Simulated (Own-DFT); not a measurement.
# What a defect does to the pressure of its cell: wurtzite GaN

No measurement is shown. These are fixed-geometry runs of a retired plane-wave code named Own-DFT, which no person has reviewed; spin and spin-orbit coupling are neglected.

All runs used: PBE; PseudoDojo norm-conserving scalar-relativistic files; cutoff 42 hartree; 4 x 4 x 3 k mesh centred on Gamma; Fermi-Dirac smearing of 0.1 eV.

Keep in mind (not all hold for every row): some atoms lie very close together; not probed for a lower state with spin; forces not confirmed at this smearing and k mesh; stress not checked against mesh or cutoff.

All runs share one cell, with vectors in Å (9.567, 0.000, 0.000); (-4.784, 8.285, 0.000); (0.000, 0.000, 10.370) and a volume of 822.0 Å³. The atoms are randomly displaced, by u rms on each axis. The defect's site can differ from row to row.

| cell | formula | u (Å) | P (GPa) |
|---|---|---|---|
| no defect | Ga36N36 | 0.0199 | 5.89 |
| no defect | Ga36N36 | 0.0214 | 5.99 |
| no defect | Ga36N36 | 0.0522 | 8.04 |
| one Ga on an N site | Ga37N35 | 0.0282 | 11.79 |
| one Ga on an N site | Ga37N35 | 0.0311 | ? |
| one Ga on an N site | Ga37N35 | 0.0511 | 13.01 |
| one Ga on an N site | Ga37N35 | 0.0532 | 13.61 |
| one N on a Ga site | Ga35N37 | 0.0300 | 5.50 |
| one N on a Ga site | Ga35N37 | 0.0312 | 5.63 |
| one N on a Ga site | Ga35N37 | 0.0492 | 6.65 |

## Worked fit

P = P0 + c u² + a shift for each defect gives P0 = 5.63 GPa, c = 844 ± 59 GPa/Å² and a scatter of 0.16 GPa. The shifts, and each times the cell's volume:

- one Ga on an N site: 5.41 ± 0.14 GPa, 27.8 eV
- one N on a Ga site: -0.92 ± 0.13 GPa, -4.7 eV

Positive is outwards. The product with the volume (160.2 GPa Å³ to the eV) is nearly free of the cell's size; divided by the bulk modulus at the cell's pressure it gives the volume that the defect adds. The atoms around the defects weren't relaxed, which would change these numbers.

## Check

Question: what pressure belongs in the blank (one Ga on an N site, u = 0.0311 Å)?

Estimate: 11.86 ± 0.20 GPa. The run itself gave 11.89 GPa.
